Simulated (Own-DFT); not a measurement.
# Computed records: InAs (zincblende, strongly disordered by large displacements), GaP (zincblende, strongly disordered by large displacements)

All values are calculated (Own-DFT development build). A calculation, not a measurement: plane-wave PBE density functional theory by an unreviewed code, no spin, of a simulated periodic cell, stress positive in tension, free energy of the whole cell less one offset for each atom, forces on such cells passed a denser k mesh, this cell's mesh not checked; broken bonds can close the gap or carry spin, so checks made on this kind of crystal may not hold here; offsets are fitted by least squares, one for each functional and potential file, so energies compare only between cells with the same atoms and settings and are not formation energies; the far tail of each file's local potential was reset to the Coulomb form; each entry is a single point on an unrelaxed cell, so the pressure reflects the starting lattice, mostly measured values (interpolated for alloys), from which strain is counted, and rises with the displacements; printed positions are rounded, which can move forces by about a meV/angstrom; the program, named Own-DFT, is a retired in-house code; no spin-orbit coupling.

Common to all runs: functional PBE; potential files PseudoDojo norm-conserving, scalar-relativistic, standard set; wave cutoff 42 hartree; occupations Fermi-Dirac; smearing width 0.1 eV; k mesh 3 x 3 x 3 centred on Gamma.

(1) 
```cif
# cell vector a (Å): 12.1166 0.0000 0.0000
# cell vector b (Å): 0.0000 12.1166 0.0000
# cell vector c (Å): 0.0000 0.0000 12.1166
data_InAs
_symmetry_space_group_name_H-M 'P 1'
_symmetry_Int_Tables_number 1
_cell_length_a 12.1166
_cell_length_b 12.1166
_cell_length_c 12.1166
_cell_angle_alpha 90.000
_cell_angle_beta 90.000
_cell_angle_gamma 90.000
_cell_volume 1778.86
loop_
_atom_site_label
_atom_site_type_symbol
_atom_site_fract_x
_atom_site_fract_y
_atom_site_fract_z
_atom_site_occupancy
In1 In 0.94745 0.99975 0.00387 1
In2 In 0.00667 0.28175 0.24375 1
In3 In 0.24399 0.98079 0.25038 1
In4 In 0.23665 0.25642 0.01955 1
As1 As 0.13165 0.10909 0.11729 1
As2 As 0.11661 0.38300 0.36259 1
As3 As 0.38042 0.09875 0.34300 1
As4 As 0.36115 0.38576 0.11342 1
In5 In 0.97939 0.01995 0.51210 1
In6 In 0.00553 0.25714 0.74537 1
In7 In 0.22771 0.00303 0.73058 1
In8 In 0.24195 0.24485 0.50359 1
As5 As 0.11437 0.12310 0.58852 1
As6 As 0.10340 0.38414 0.87827 1
As7 As 0.38137 0.13963 0.87447 1
As8 As 0.38021 0.38275 0.61157 1
In9 In 0.99248 0.50047 0.01660 1
In10 In 0.00235 0.76573 0.23438 1
In11 In 0.27103 0.50076 0.27636 1
In12 In 0.25923 0.76592 0.00375 1
As9 As 0.12192 0.63056 0.11747 1
As10 As 0.13684 0.86078 0.38091 1
As11 As 0.34761 0.63526 0.37725 1
As12 As 0.37902 0.88416 0.11822 1
In13 In 0.98367 0.47386 0.49435 1
In14 In 0.01077 0.73095 0.75717 1
In15 In 0.23055 0.51802 0.77023 1
In16 In 0.24953 0.73677 0.52341 1
As13 As 0.11786 0.62253 0.62582 1
As14 As 0.12489 0.88836 0.88791 1
As15 As 0.37533 0.62788 0.88164 1
As16 As 0.33840 0.87872 0.60571 1
In17 In 0.47550 0.00002 0.02099 1
In18 In 0.49464 0.25841 0.24443 1
In19 In 0.76980 0.00765 0.27728 1
In20 In 0.74826 0.25324 0.00012 1
As17 As 0.61757 0.11431 0.13926 1
As18 As 0.63146 0.39748 0.38121 1
As19 As 0.89360 0.13244 0.37577 1
As20 As 0.87046 0.37596 0.12854 1
In21 In 0.52426 0.96939 0.49163 1
In22 In 0.50595 0.24060 0.74138 1
In23 In 0.72678 0.98688 0.74566 1
In24 In 0.76171 0.25999 0.50020 1
As21 As 0.62047 0.11157 0.64376 1
As22 As 0.60619 0.36830 0.89553 1
As23 As 0.87162 0.14548 0.87566 1
As24 As 0.87010 0.35498 0.63176 1
In25 In 0.49756 0.48162 0.98141 1
In26 In 0.50645 0.75879 0.23992 1
In27 In 0.75529 0.49467 0.25763 1
In28 In 0.76992 0.75855 0.03426 1
As25 As 0.64596 0.61042 0.12258 1
As26 As 0.64374 0.87285 0.39600 1
As27 As 0.84982 0.61572 0.35328 1
As28 As 0.87275 0.87539 0.12650 1
In29 In 0.50030 0.49851 0.50052 1
In30 In 0.52574 0.74371 0.75952 1
In31 In 0.75261 0.48325 0.75104 1
In32 In 0.74598 0.74030 0.49350 1
As29 As 0.61604 0.63493 0.62126 1
As30 As 0.63132 0.87006 0.88784 1
As31 As 0.88375 0.64935 0.86103 1
As32 As 0.87651 0.88465 0.64472 1
_calc_hardware 'one NVIDIA H200'
_calc_free_energy_of_cell_above_offsets '-7.868'  # eV
_calc_pressure 7.96  # GPa
_calc_stress_xx -8  # GPa
_calc_stress_yy -8.55  # GPa
_calc_stress_zz -7.33  # GPa
_calc_stress_yz -1.23  # GPa
_calc_stress_xz 0.55  # GPa
_calc_stress_xy -1.97  # GPa
_calc_wall_time 1277  # s
```

Force:
| element | x (eV/Å) | y (eV/Å) | z (eV/Å) |
| --- | --- | --- | --- |
| In | 3.312 | 2.345 | -2.21 |
| In | -0.315 | -3.775 | -1.661 |
| In | -0.832 | 0.209 | -0.367 |
| In | -0.209 | -0.625 | -2.123 |
| As | -1.992 | -0.048 | 0.58 |
| As | 2.561 | 0.682 | 2.386 |
| As | 1.071 | 1.589 | 2.415 |
| As | 0.971 | 0.58 | 1.763 |
| In | -1.61 | -4.59 | -0.761 |
| In | 1.139 | -1.659 | 0.284 |
| In | 0.331 | 0.649 | 1.484 |
| In | 2.366 | 1.309 | -2.181 |
| As | 1.649 | 1.698 | 4.181 |
| As | 1.212 | -0.496 | 0.56 |
| As | -1.676 | -0.818 | 0.497 |
| As | -1.625 | -1.325 | 1.985 |
| In | -0.315 | 1.319 | -1.295 |
| In | 1.294 | -1.509 | 1.745 |
| In | -2.38 | -2.464 | -3.57 |
| In | -1.103 | -1.194 | -0.678 |
| As | 1.132 | -0.06 | 0.77 |
| As | -1.885 | 0.244 | 0.396 |
| As | 4.282 | 2.54 | 1.381 |
| As | -2.579 | -4.072 | 3.955 |
| In | -0.237 | 2.004 | 0.128 |
| In | 2.84 | 4.158 | -1.62 |
| In | 0.896 | -0.782 | -0.468 |
| In | -1.755 | -1.658 | -1.663 |
| As | -0.847 | -1.935 | -1.116 |
| As | -0.993 | -0.037 | -0.635 |
| As | 0.493 | 0.444 | -0.372 |
| As | 4.303 | 2.587 | 1.825 |
| In | 4.087 | 4.253 | -4.68 |
| In | 0.002 | 0.183 | 0.291 |
| In | -1.657 | -0.532 | -1.395 |
| In | -0.817 | -0.669 | 1.251 |
| As | 1.347 | 0.463 | -0.254 |
| As | -0.812 | -2.733 | -0.043 |
| As | -0.468 | 2.546 | -1.182 |
| As | -1.12 | -0.111 | -0.643 |
| In | -5.416 | 4.127 | 3.352 |
| In | -1.234 | 1.837 | 0.46 |
| In | 1.964 | -0.477 | 1.91 |
| In | -2.366 | -2.017 | -1.533 |
| As | -0.102 | 0.982 | -3.854 |
| As | 4.524 | -3.634 | -4.563 |
| As | -0.317 | -1.08 | -1.293 |
| As | 0.487 | 1.83 | 0.599 |
| In | -3.392 | 5.007 | 3.472 |
| In | 0.446 | -0.871 | 0.517 |
| In | -2.242 | -2.967 | -3.325 |
| In | -3.687 | -4.047 | -4.474 |
| As | -1.988 | 0.499 | -0.585 |
| As | 1.955 | -1.595 | -5.35 |
| As | 4.937 | 4.317 | 3.799 |
| As | 0.752 | 2.899 | 4.812 |
| In | -0.43 | 1.928 | -0.629 |
| In | -2.228 | 0.9 | 0.92 |
| In | -0.826 | 1.588 | 0.918 |
| In | 2.326 | -1.184 | 1.876 |
| As | 1.168 | -2.084 | -0.528 |
| As | -0.495 | 0.248 | 1.707 |
| As | -4.384 | -3.578 | 3.923 |
| As | 0.484 | -1.339 | -1.09 |

(2) 
```cif
# cell vector a (Å): 10.9010 0.0000 0.0000
# cell vector b (Å): 0.0000 10.9010 0.0000
# cell vector c (Å): 0.0000 0.0000 10.9010
data_GaP
_symmetry_space_group_name_H-M 'P 1'
_symmetry_Int_Tables_number 1
_cell_length_a 10.9010
_cell_length_b 10.9010
_cell_length_c 10.9010
_cell_angle_alpha 90.000
_cell_angle_beta 90.000
_cell_angle_gamma 90.000
_cell_volume 1295.39
loop_
_atom_site_label
_atom_site_type_symbol
_atom_site_fract_x
_atom_site_fract_y
_atom_site_fract_z
_atom_site_occupancy
Ga1 Ga 0.00794 0.00568 0.99312 1
Ga2 Ga 0.98981 0.24101 0.28245 1
Ga3 Ga 0.23817 0.98721 0.24253 1
Ga4 Ga 0.24584 0.22893 0.97788 1
P1 P 0.13747 0.13640 0.10689 1
P2 P 0.13758 0.41375 0.37606 1
P3 P 0.35710 0.14051 0.39167 1
P4 P 0.34613 0.37171 0.13817 1
Ga5 Ga 0.01401 0.99029 0.48659 1
Ga6 Ga 0.99395 0.26318 0.75831 1
Ga7 Ga 0.28628 0.00614 0.78144 1
Ga8 Ga 0.24424 0.25253 0.50775 1
P5 P 0.12471 0.10772 0.64323 1
P6 P 0.11739 0.33235 0.88056 1
P7 P 0.37129 0.14193 0.86795 1
P8 P 0.33634 0.36953 0.60953 1
Ga9 Ga 0.00064 0.49298 0.02275 1
Ga10 Ga 0.00654 0.77297 0.24672 1
Ga11 Ga 0.26629 0.49111 0.23820 1
Ga12 Ga 0.25698 0.74058 0.99420 1
P9 P 0.13343 0.59536 0.09440 1
P10 P 0.15178 0.90171 0.42019 1
P11 P 0.40254 0.62527 0.37808 1
P12 P 0.39673 0.89056 0.14653 1
Ga13 Ga 0.02764 0.51182 0.49766 1
Ga14 Ga 0.00284 0.75684 0.73357 1
Ga15 Ga 0.27122 0.48583 0.74371 1
Ga16 Ga 0.24786 0.72968 0.49354 1
P13 P 0.11066 0.62970 0.62136 1
P14 P 0.10913 0.86750 0.87692 1
P15 P 0.37445 0.62258 0.88700 1
P16 P 0.36665 0.82928 0.62569 1
Ga17 Ga 0.48019 0.01853 0.00268 1
Ga18 Ga 0.49433 0.23547 0.23888 1
Ga19 Ga 0.79405 0.01265 0.25634 1
Ga20 Ga 0.73462 0.25644 0.98995 1
P17 P 0.65155 0.12748 0.10919 1
P18 P 0.63479 0.37848 0.34926 1
P19 P 0.90335 0.09840 0.37021 1
P20 P 0.84897 0.35992 0.12869 1
Ga21 Ga 0.50351 0.99521 0.49257 1
Ga22 Ga 0.50920 0.27622 0.72684 1
Ga23 Ga 0.72769 0.98795 0.73857 1
Ga24 Ga 0.75231 0.25483 0.52483 1
P21 P 0.61049 0.13881 0.64972 1
P22 P 0.62240 0.35261 0.89480 1
P23 P 0.89083 0.12399 0.88595 1
P24 P 0.86208 0.36700 0.62148 1
Ga25 Ga 0.49976 0.51788 0.99438 1
Ga26 Ga 0.51106 0.74494 0.22487 1
Ga27 Ga 0.73638 0.52102 0.26991 1
Ga28 Ga 0.74478 0.75677 0.99535 1
P25 P 0.62385 0.62296 0.11259 1
P26 P 0.63546 0.88312 0.41038 1
P27 P 0.86495 0.59900 0.37180 1
P28 P 0.88800 0.85255 0.09499 1
Ga29 Ga 0.46245 0.53014 0.51224 1
Ga30 Ga 0.51545 0.72367 0.72056 1
Ga31 Ga 0.72095 0.48994 0.75677 1
Ga32 Ga 0.74301 0.77384 0.51089 1
P29 P 0.63760 0.63442 0.61596 1
P30 P 0.64541 0.87963 0.87508 1
P31 P 0.90516 0.64811 0.89680 1
P32 P 0.86242 0.85478 0.61389 1
_calc_hardware 'one NVIDIA H100'
_calc_free_energy_of_cell_above_offsets '4.970'  # eV
_calc_pressure 11.77  # GPa
_calc_stress_xx -12.19  # GPa
_calc_stress_yy -11.6  # GPa
_calc_stress_zz -11.5  # GPa
_calc_stress_yz -2.47  # GPa
_calc_stress_xz -2.37  # GPa
_calc_stress_xy 1.38  # GPa
_calc_wall_time 559.4  # s
```

Force:
| element | x (eV/Å) | y (eV/Å) | z (eV/Å) |
| --- | --- | --- | --- |
| Ga | 0.388 | -0.576 | 1.346 |
| Ga | 2.394 | 4.199 | -3.453 |
| Ga | -0.095 | 1.822 | 0.607 |
| Ga | 0.835 | 2.336 | 2.582 |
| P | -2.267 | -2.696 | 3.973 |
| P | 0.15 | -4.411 | -0.859 |
| P | 2.492 | -2.564 | -2.469 |
| P | 5.587 | -6.014 | -6.031 |
| Ga | -4.422 | 2.031 | 5.639 |
| Ga | -2.304 | -2.706 | -2.891 |
| Ga | -4.58 | -5.735 | -4.039 |
| Ga | -5.171 | -3.272 | -2.393 |
| P | 0.082 | 0.975 | -0.503 |
| P | 0.92 | 5.994 | 0.536 |
| P | 6.032 | 2.185 | 0.184 |
| P | 6.688 | 2.827 | 1.837 |
| Ga | -4.208 | -3.895 | -2.642 |
| Ga | 0.384 | -1.893 | 0.863 |
| Ga | -3.038 | 6.246 | 3.702 |
| Ga | -1.845 | 1.916 | 1.108 |
| P | 4.241 | 4.144 | 4.274 |
| P | 4.762 | -4.668 | -5.006 |
| P | -4.308 | 4.334 | -7.235 |
| P | -1.802 | -0.506 | -1.444 |
| Ga | -4.84 | -0.878 | -0.183 |
| Ga | -0.991 | 0.201 | 1.397 |
| Ga | -3.252 | 2.262 | 3.682 |
| Ga | -0.073 | -0.332 | -0.617 |
| P | 2.985 | 0.09 | 1.977 |
| P | 3.111 | 0.534 | -0.409 |
| P | 0.774 | -0.184 | -4.065 |
| P | 1.101 | 3.512 | 1.132 |
| Ga | 2.613 | -0.282 | -0.255 |
| Ga | 0.338 | 0.862 | 0.35 |
| Ga | -4.897 | -4.248 | -5.089 |
| Ga | 6.884 | -3.742 | 2.339 |
| P | -2.742 | -2.512 | 2.753 |
| P | -2.591 | -2.943 | 3.109 |
| P | -0.066 | 2.825 | 5.05 |
| P | 1.81 | 1.591 | 1.24 |
| Ga | -3.197 | 2.101 | 2.21 |
| Ga | -3.031 | 2.282 | 2.162 |
| Ga | 3.015 | 1.712 | -0.515 |
| Ga | -3.322 | -2.564 | -3.726 |
| P | 2.118 | -3.576 | -3.666 |
| P | -5.891 | 6.126 | -4.9 |
| P | -3.084 | 0.919 | -2.142 |
| P | 3.807 | 3.8 | 2.819 |
| Ga | -0.136 | -3.468 | 1.155 |
| Ga | 0.263 | 0.511 | 2.635 |
| Ga | -1.628 | -1.523 | -4.73 |
| Ga | 0.139 | -1.889 | -0.331 |
| P | 1.938 | 0.224 | 0.508 |
| P | -0.85 | 1.498 | -6.609 |
| P | 4.478 | 4.911 | 3.276 |
| P | 0.526 | 2.855 | 2.604 |
| Ga | 4.389 | -5.532 | 5.315 |
| Ga | -2.994 | 2.941 | 4.655 |
| Ga | 2.008 | 0.476 | 0.03 |
| Ga | -0.461 | -6.401 | -2.847 |
| P | 1.429 | -4.893 | -1.459 |
| P | -4.379 | -0.714 | 0.625 |
| P | -1.429 | -1.722 | -1.13 |
| P | 5.218 | 5.1 | 3.962 |

(3) 
```cif
# cell vector a (Å): 10.9010 0.0000 0.0000
# cell vector b (Å): 0.0000 10.9010 0.0000
# cell vector c (Å): 0.0000 0.0000 10.9010
data_GaP
_symmetry_space_group_name_H-M 'P 1'
_symmetry_Int_Tables_number 1
_cell_length_a 10.9010
_cell_length_b 10.9010
_cell_length_c 10.9010
_cell_angle_alpha 90.000
_cell_angle_beta 90.000
_cell_angle_gamma 90.000
_cell_volume 1295.39
loop_
_atom_site_label
_atom_site_type_symbol
_atom_site_fract_x
_atom_site_fract_y
_atom_site_fract_z
_atom_site_occupancy
Ga1 Ga 0.01465 0.98302 0.00370 1
Ga2 Ga 0.97253 0.18696 0.24267 1
Ga3 Ga 0.23731 0.03234 0.23533 1
Ga4 Ga 0.21196 0.26824 0.98639 1
P1 P 0.10567 0.11517 0.14299 1
P2 P 0.11793 0.36683 0.37835 1
P3 P 0.40701 0.12001 0.41922 1
P4 P 0.37429 0.40063 0.12390 1
Ga5 Ga 0.01339 0.00827 0.47661 1
Ga6 Ga 0.96954 0.24531 0.75779 1
Ga7 Ga 0.24109 0.03411 0.75607 1
Ga8 Ga 0.26248 0.25153 0.48837 1
P5 P 0.11507 0.04524 0.62242 1
P6 P 0.10371 0.39622 0.86465 1
P7 P 0.46480 0.09790 0.88953 1
P8 P 0.37378 0.42154 0.62696 1
Ga9 Ga 0.00483 0.51819 0.98251 1
Ga10 Ga 0.01566 0.76414 0.20739 1
Ga11 Ga 0.25984 0.51919 0.20027 1
Ga12 Ga 0.30675 0.77137 0.98331 1
P9 P 0.12967 0.62916 0.13184 1
P10 P 0.10582 0.88145 0.38368 1
P11 P 0.37717 0.65501 0.37121 1
P12 P 0.39594 0.88896 0.11990 1
Ga13 Ga 0.03237 0.48840 0.52082 1
Ga14 Ga 0.99924 0.76807 0.75966 1
Ga15 Ga 0.18672 0.46442 0.71681 1
Ga16 Ga 0.23485 0.77221 0.52133 1
P13 P 0.11343 0.61925 0.65066 1
P14 P 0.11467 0.79660 0.89958 1
P15 P 0.39007 0.59195 0.86581 1
P16 P 0.37979 0.88501 0.62876 1
Ga17 Ga 0.49607 0.08521 0.07003 1
Ga18 Ga 0.49046 0.24670 0.27233 1
Ga19 Ga 0.73345 0.99896 0.24769 1
Ga20 Ga 0.78482 0.23384 0.98418 1
P17 P 0.66637 0.16929 0.15707 1
P18 P 0.63875 0.32338 0.34684 1
P19 P 0.84771 0.10327 0.34659 1
P20 P 0.84519 0.38160 0.07304 1
Ga21 Ga 0.50110 0.99518 0.51557 1
Ga22 Ga 0.53160 0.26791 0.77209 1
Ga23 Ga 0.74229 0.02791 0.75807 1
Ga24 Ga 0.78843 0.20103 0.50929 1
P21 P 0.66704 0.15899 0.65377 1
P22 P 0.64531 0.31904 0.90690 1
P23 P 0.90618 0.12364 0.90156 1
P24 P 0.87029 0.37653 0.60583 1
Ga25 Ga 0.54746 0.48262 0.00292 1
Ga26 Ga 0.49782 0.75828 0.19494 1
Ga27 Ga 0.76399 0.44653 0.26353 1
Ga28 Ga 0.70960 0.71129 0.04134 1
P25 P 0.58392 0.61160 0.12573 1
P26 P 0.65085 0.87625 0.35337 1
P27 P 0.85563 0.63324 0.36390 1
P28 P 0.78179 0.91978 0.07826 1
Ga29 Ga 0.46713 0.47335 0.44250 1
Ga30 Ga 0.49393 0.78380 0.73098 1
Ga31 Ga 0.74471 0.46476 0.71459 1
Ga32 Ga 0.74982 0.76948 0.46528 1
P29 P 0.65921 0.59692 0.61998 1
P30 P 0.65293 0.87083 0.77918 1
P31 P 0.87149 0.61959 0.88801 1
P32 P 0.92135 0.88232 0.57251 1
_calc_hardware 'one NVIDIA H100'
_calc_free_energy_of_cell_above_offsets '27.977'  # eV
_calc_pressure 16.35  # GPa
_calc_stress_xx -17.1  # GPa
_calc_stress_yy -15.58  # GPa
_calc_stress_zz -16.37  # GPa
_calc_stress_yz 1.35  # GPa
_calc_stress_xz -2.05  # GPa
_calc_stress_xy 3.15  # GPa
_calc_wall_time 597.1  # s
```

Force:
| element | x (eV/Å) | y (eV/Å) | z (eV/Å) |
| --- | --- | --- | --- |
| Ga | -0.014 | -2.68 | 0.063 |
| Ga | -0.355 | 6.59 | 0.685 |
| Ga | 5.291 | -4.432 | 4.458 |
| Ga | 1.758 | -0.878 | 1.098 |
| P | 0.884 | 1.5 | -6.835 |
| P | 0.4 | -1.132 | -1.54 |
| P | -3.646 | 2.838 | -4.15 |
| P | 3.038 | -5.529 | -2.48 |
| Ga | -3.558 | 6.193 | -4.761 |
| Ga | 1.476 | 1.041 | -2.002 |
| Ga | 3.848 | -0.637 | 3.973 |
| Ga | -0.516 | 0.867 | 1.366 |
| P | 0.044 | 4.068 | 2.005 |
| P | -1.588 | -3.832 | 2.097 |
| P | -2.421 | -0.126 | -5.276 |
| P | 0.556 | -2.232 | 0.73 |
| Ga | 0.317 | 0.101 | 3.489 |
| Ga | -2.836 | 1.923 | 2.519 |
| Ga | -0.07 | 1.266 | 5.816 |
| Ga | -0.262 | -2.199 | -1.521 |
| P | -1.389 | 0.458 | -3.776 |
| P | 3.814 | -3.841 | -4.82 |
| P | -0.589 | -0.2 | -0.818 |
| P | -3.021 | 5.999 | -1.07 |
| Ga | -1.972 | 0.381 | -1.827 |
| Ga | -4.163 | -0.971 | -4.084 |
| Ga | 5.782 | -1.357 | -1.358 |
| Ga | 0.231 | -1.286 | -0.778 |
| P | -0.938 | 5.705 | -2.234 |
| P | 2.513 | 3.174 | 4.192 |
| P | 0.31 | 1.268 | -0.18 |
| P | -4.481 | 1.882 | -1.327 |
| Ga | 0.161 | -0.874 | 3.666 |
| Ga | -4.975 | -1.302 | -3.015 |
| Ga | -0.774 | 0.227 | -2.835 |
| Ga | -0.317 | -4.039 | 2.464 |
| P | -0.777 | 0.213 | -0.57 |
| P | 2.134 | 1.794 | 4.621 |
| P | 2.008 | 0.037 | 5.47 |
| P | 3.697 | 5.07 | 4.484 |
| Ga | 4.691 | -2.547 | 1.204 |
| Ga | -4.681 | -0.656 | -4.077 |
| Ga | 4.836 | 0.008 | 2.268 |
| Ga | 0.209 | 2.356 | -0.997 |
| P | -4.097 | 1.583 | -2.666 |
| P | -1.794 | 6.281 | -0.276 |
| P | 1.12 | -4.178 | -3.065 |
| P | 3.264 | -2.785 | -1.825 |
| Ga | -2.754 | -3.544 | -4.388 |
| Ga | 0.303 | -0.077 | 6.402 |
| Ga | 1.889 | 3.057 | -1.349 |
| Ga | 5.866 | 3.668 | -3.659 |
| P | 1.117 | -2.91 | 4.861 |
| P | -7.793 | -0.906 | 0.909 |
| P | 2.285 | -2.518 | -1.598 |
| P | 2.189 | -2.044 | -2.894 |
| Ga | 1.194 | 0.77 | 0.407 |
| Ga | 0.5 | -5.909 | 2.37 |
| Ga | -0.298 | -0.496 | 5.722 |
| Ga | 2.678 | -2.478 | 4.632 |
| P | -3.411 | 4.345 | -3.069 |
| P | 1.092 | -3.522 | 2.814 |
| P | -3.244 | 2.239 | -2.112 |
| P | -4.76 | -4.788 | 4.448 |

(4) 
```cif
# cell vector a (Å): 12.1166 0.0000 0.0000
# cell vector b (Å): 0.0000 12.1166 0.0000
# cell vector c (Å): 0.0000 0.0000 12.1166
data_InAs
_symmetry_space_group_name_H-M 'P 1'
_symmetry_Int_Tables_number 1
_cell_length_a 12.1166
_cell_length_b 12.1166
_cell_length_c 12.1166
_cell_angle_alpha 90.000
_cell_angle_beta 90.000
_cell_angle_gamma 90.000
_cell_volume 1778.86
loop_
_atom_site_label
_atom_site_type_symbol
_atom_site_fract_x
_atom_site_fract_y
_atom_site_fract_z
_atom_site_occupancy
In1 In 0.04720 0.04769 0.96169 1
In2 In 0.97588 0.24869 0.25085 1
In3 In 0.31377 0.96397 0.27198 1
In4 In 0.26981 0.23290 0.00035 1
As1 As 0.03989 0.15818 0.10640 1
As2 As 0.10700 0.36836 0.35398 1
As3 As 0.38401 0.12481 0.33543 1
As4 As 0.36804 0.38528 0.12474 1
In5 In 0.03139 0.98466 0.50768 1
In6 In 0.99083 0.23038 0.75449 1
In7 In 0.27385 0.01587 0.76450 1
In8 In 0.20724 0.22487 0.49327 1
As5 As 0.13133 0.10774 0.61341 1
As6 As 0.10498 0.36611 0.86296 1
As7 As 0.39617 0.14809 0.90062 1
As8 As 0.39459 0.38154 0.67384 1
In9 In 0.05218 0.51937 0.95129 1
In10 In 0.95954 0.77222 0.27330 1
In11 In 0.21106 0.45051 0.19024 1
In12 In 0.24386 0.79167 0.95443 1
As9 As 0.13901 0.61665 0.19904 1
As10 As 0.10944 0.89790 0.36523 1
As11 As 0.38070 0.63540 0.41139 1
As12 As 0.41248 0.89211 0.13412 1
In13 In 0.01696 0.49796 0.48706 1
In14 In 0.94693 0.73953 0.72611 1
In15 In 0.25595 0.52185 0.78363 1
In16 In 0.23991 0.76800 0.52903 1
As13 As 0.16225 0.62974 0.62266 1
As14 As 0.08386 0.87243 0.91863 1
As15 As 0.37024 0.64700 0.90959 1
As16 As 0.40444 0.86596 0.65562 1
In17 In 0.49554 0.00847 0.96964 1
In18 In 0.56224 0.23687 0.25180 1
In19 In 0.75874 0.99889 0.19704 1
In20 In 0.68584 0.24538 0.00096 1
As17 As 0.63906 0.12166 0.13253 1
As18 As 0.68366 0.37804 0.33704 1
As19 As 0.86497 0.12718 0.40082 1
As20 As 0.90521 0.37884 0.13051 1
In21 In 0.50651 0.02126 0.49384 1
In22 In 0.48439 0.22378 0.75779 1
In23 In 0.74679 0.99202 0.74211 1
In24 In 0.78799 0.24343 0.52113 1
As21 As 0.67534 0.14462 0.62658 1
As22 As 0.62314 0.42208 0.87251 1
As23 As 0.88607 0.07340 0.87856 1
As24 As 0.87870 0.42294 0.58282 1
In25 In 0.53592 0.48311 0.04302 1
In26 In 0.49694 0.79998 0.27461 1
In27 In 0.77261 0.47648 0.21123 1
In28 In 0.77993 0.78683 0.01806 1
As25 As 0.60807 0.62796 0.15678 1
As26 As 0.69926 0.89370 0.33421 1
As27 As 0.87355 0.64544 0.37374 1
As28 As 0.90738 0.90263 0.15722 1
In29 In 0.53631 0.52352 0.48769 1
In30 In 0.51547 0.72541 0.70831 1
In31 In 0.78154 0.48896 0.72090 1
In32 In 0.73006 0.72982 0.45253 1
As29 As 0.64868 0.63158 0.60897 1
As30 As 0.61397 0.89314 0.82271 1
As31 As 0.84354 0.57864 0.86932 1
As32 As 0.85611 0.84558 0.60604 1
_calc_hardware 'one NVIDIA H200'
_calc_stress_zz ?
```

To be estimated
1. Estimate the stress zz of InAs (zincblende, strongly disordered by large displacements) (entry 4).

Calculated values
1. -14.73 GPa

Further results for InAs (zincblende, strongly disordered by large displacements) (entry 4):

* free energy of cell above offsets: 29.210 eV
* pressure: 14.66 GPa
* stress xx: -12.72 GPa
* stress yy: -16.54 GPa
* stress yz: -0.36 GPa
* stress xz: 3.97 GPa
* stress xy: 3.53 GPa
* wall time: 1417 s

Force:
| element | x (eV/Å) | y (eV/Å) | z (eV/Å) |
| --- | --- | --- | --- |
| In | 3.83 | 0.326 | 0.228 |
| In | -1.768 | -0.505 | 6.504 |
| In | -5.367 | -1.231 | 2.132 |
| In | -5.33 | 3.467 | 3.465 |
| As | 3.493 | 0.292 | -0.573 |
| As | 1.593 | -0.72 | 1.269 |
| As | 1.057 | 4.656 | 2.972 |
| As | 4.53 | -3.29 | -1.476 |
| In | -5.281 | 0.11 | 1.777 |
| In | -0.825 | -0.352 | -0.89 |
| In | -0.52 | -0.839 | -0.113 |
| In | 3.216 | 3.877 | -3.717 |
| As | -0.291 | -0.68 | 6.044 |
| As | 3.216 | -3.728 | -1.498 |
| As | -1.106 | -1.485 | -1.133 |
| As | -0.793 | 1.405 | -2.079 |
| In | -2.435 | 4.161 | 3.402 |
| In | 4.163 | -1.318 | 0.584 |
| In | -1.69 | -2.111 | 1.466 |
| In | 3.463 | -1.214 | 1.96 |
| As | -2.53 | 5.858 | -0.954 |
| As | 3.887 | -2.674 | -3.515 |
| As | -0.782 | 1.189 | -1.5 |
| As | -0.215 | -0.747 | -7.552 |
| In | 3.578 | 3.702 | -1.857 |
| In | 3.131 | -3.489 | 3.653 |
| In | 0.201 | -1.006 | -0.519 |
| In | 2.392 | 3.873 | -2.944 |
| As | -4.009 | -3.804 | 2.289 |
| As | -2.794 | -2.696 | -2.816 |
| As | 2.325 | -1.268 | -0.59 |
| As | -3.27 | 4.4 | -2.381 |
| In | 3.265 | -4.115 | 2.154 |
| In | -3.777 | 3.247 | 3.58 |
| In | 0.637 | 3.027 | -0.233 |
| In | 2.689 | 3.596 | -3.798 |
| As | -2.429 | -3.144 | -3.298 |
| As | -3.418 | -2.297 | 5.998 |
| As | 2.841 | -3.804 | -3.674 |
| As | 1.81 | 0.151 | -5.716 |
| In | 0.816 | -0.472 | 0.282 |
| In | 4.154 | 1.89 | -3.882 |
| In | 4.138 | 1.237 | -2.215 |
| In | 0.823 | 5.739 | -0.674 |
| As | -5.568 | -1.908 | 2.636 |
| As | 0.3 | -2.062 | -1.372 |
| As | -5.573 | 2.347 | -2.584 |
| As | -0.476 | -4.817 | -0.919 |
| In | -1.463 | 0.399 | -0.258 |
| In | 2.606 | -3.551 | 3.424 |
| In | -0.963 | 6.565 | -1.351 |
| In | -1.244 | -1.164 | -0.895 |
| As | 1.742 | 1.855 | 0.77 |
| As | -4.225 | -2.091 | 4.638 |
| As | 1.977 | -7.177 | 0.361 |
| As | 4.014 | 1.246 | -5.993 |
| In | -1.009 | -2.927 | -1.198 |
| In | -0.288 | -1.699 | 3.908 |
| In | -4.218 | -0.104 | 0.463 |
| In | -2.522 | 2.474 | 1.729 |
| As | 2.649 | -1.335 | 1.084 |
| As | -3.233 | -3.052 | 3.64 |
| As | 2.538 | 3.905 | 4.929 |
| As | -1.659 | 3.878 | -3.18 |
